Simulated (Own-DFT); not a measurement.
# Misfit strain and the stress it brings: grey tin, 64 atoms (Sn64)

Source: density functional calculations with Own-DFT, an unreviewed in-house program that is no longer used. Nothing was measured or relaxed, and spin and spin-orbit coupling are left out.

All runs used: PBE; PseudoDojo norm-conserving scalar-relativistic files; cutoff 42 hartree; 3 x 3 x 3 k mesh centred on Gamma; cold (Marzari-Vanderbilt) smearing of 0.2 eV.

Known weak points: forces on such cells moved up to 12 meV/angstrom on a denser k mesh; stress not checked against mesh or cutoff.

Unstrained cell vectors in Å: (12.978, 0.000, 0.000); (0.000, 12.978, 0.000); (0.000, 0.000, 12.978). The unstrained cell has measured lattice constants (interpolated for alloys), not those of this functional. That, the random moves and any unrelaxed bonds set the pressure at no strain. Each run strains x and y alike by e, as a substrate would, and holds the height along z. Each atom got a random Gaussian move of width 0.05 Å along each axis. Stress is positive in tension.

| e (%) | u (Å) | (s_xx + s_yy)/2 (GPa) | s_zz (GPa) |
|---|---|---|---|
| -3.00 | 0.047 | -7.56 | -6.64 |
| -3.00 | 0.053 | -7.58 | -6.80 |
| -2.25 | 0.049 | -6.50 | -5.89 |
| -2.25 | 0.050 | -6.48 | -5.77 |
| -1.75 | 0.049 | -5.74 | -5.22 |
| -1.75 | 0.043 | -5.69 | -5.15 |
| -1.25 | 0.051 | ? | ? |
| -0.25 | 0.047 | -3.88 | -3.79 |
| -0.25 | 0.048 | -3.90 | -3.84 |
| 0.50 | 0.049 | -3.01 | -3.19 |
| 0.50 | 0.050 | -3.08 | -3.21 |
| 1.00 | 0.050 | -2.54 | -2.87 |
| 1.00 | 0.049 | -2.53 | -2.85 |

## Worked fit

With e as a fraction, the in-plane stress is -3.6 + 112 e - 702 e² GPa (errors 2 and 71, scatter 0.03), and s_zz is -3.6 + 80 e - 832 e² GPa (slope ± 3, scatter 0.06). At e = 0 the first slope is C11 + C12 and the second 2 C12, both with the ions held to the strained lattice and at the cell's own pressure. The term in e² is negative: the layer stiffens under compression and softens under tension. A free layer would change its height as e changes, and the in-plane slope would drop by 2 C12²/C11 to the biaxial modulus. At fixed height, a misfit of 1 % moves the in-plane stress by about 1.1 GPa and s_zz by 0.8 GPa.

## Prediction

The question: what are the two stresses at e = -1.25 %?

The fitted form gives -5.1 and -4.7 GPa. The run itself gave -5.14 and -4.80 GPa.
